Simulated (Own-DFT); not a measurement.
# One cell, two functionals

All numbers below are calculated, not measured. They come from Own-DFT, an in-house plane-wave density functional program, since retired, whose code no person has reviewed. Each row is one single-point run on a periodic cell that was not relaxed, without spin or spin-orbit coupling.

Known limits: forces on such cells failed a check on a denser k mesh; stress not checked against mesh or cutoff.

Each cell was run twice at the same cutoff, k mesh and smearing, with PBE and with PBEsol, on PseudoDojo norm-conserving files made for PBE. Atoms were moved at random from their sites; u is the rms move along one axis. Files made for PBEsol would give a somewhat different change.

```
                                   cell  atoms  volume (Å³/atom)  u (Å)  cutoff (hartree)  P with PBE (GPa)  P with PBEsol (GPa)  change (GPa)
C11b WSi2 with one Si vacancy (Si19W10)     29             13.90  0.077                50              7.25                 3.26         -3.99
C11b WSi2 with one Si vacancy (Si19W10)     29             13.90  0.079                50              6.18                 2.18         -4.00
C11b WSi2 with one Si vacancy (Si19W10)     29             13.90  0.060                50              5.24                 1.25         -3.99
                   C40 NbSi2 (Nb12Si24)     36             14.34  0.052                42              7.16                 3.41         -3.75
                   C40 NbSi2 (Nb12Si24)     36             14.65  0.046                42              2.30                -1.35         -3.65
                   C40 NbSi2 (Nb12Si24)     36             14.64  0.053                42              2.76                -0.89         -3.65
                 D0_22 TiAl3 (Al30Ti10)     40             15.63  0.154                42              9.39                 7.48         -1.91
                 D0_22 TiAl3 (Al30Ti10)     40             15.63  0.108                42              5.32                 3.41         -1.90
                 D0_22 TiAl3 (Al30Ti10)     40             15.63  0.144                42              7.60                 5.69         -1.91
                   L1_0 TiAl (Al16Ti16)     32             15.80  0.056                42              4.31                 1.40         -2.92
                   L1_0 TiAl (Al16Ti16)     32             16.06  0.099                42              3.50                 0.65         -2.85
                   L1_0 TiAl (Al16Ti16)     32             16.06  0.143                42              7.14                    ?             ?
```

## Worked reading

Mean change of pressure by composition, in GPa: Si19W10, -3.99; NbSi2, -3.68; AlTi, -2.88; Al3Ti, -1.91. At a fixed cell PBEsol gives the lower pressure, because it favours a smaller volume than PBE. Here the change varies more between materials than between cells of one material.

## Withheld value

Question: what PBEsol pressure should the Al16Ti16 cell with the blank give?

Adding the mean change of the cells with its composition, -2.88 GPa, to 7.14 gives 4.3 GPa. The calculation gave 4.28 GPa.
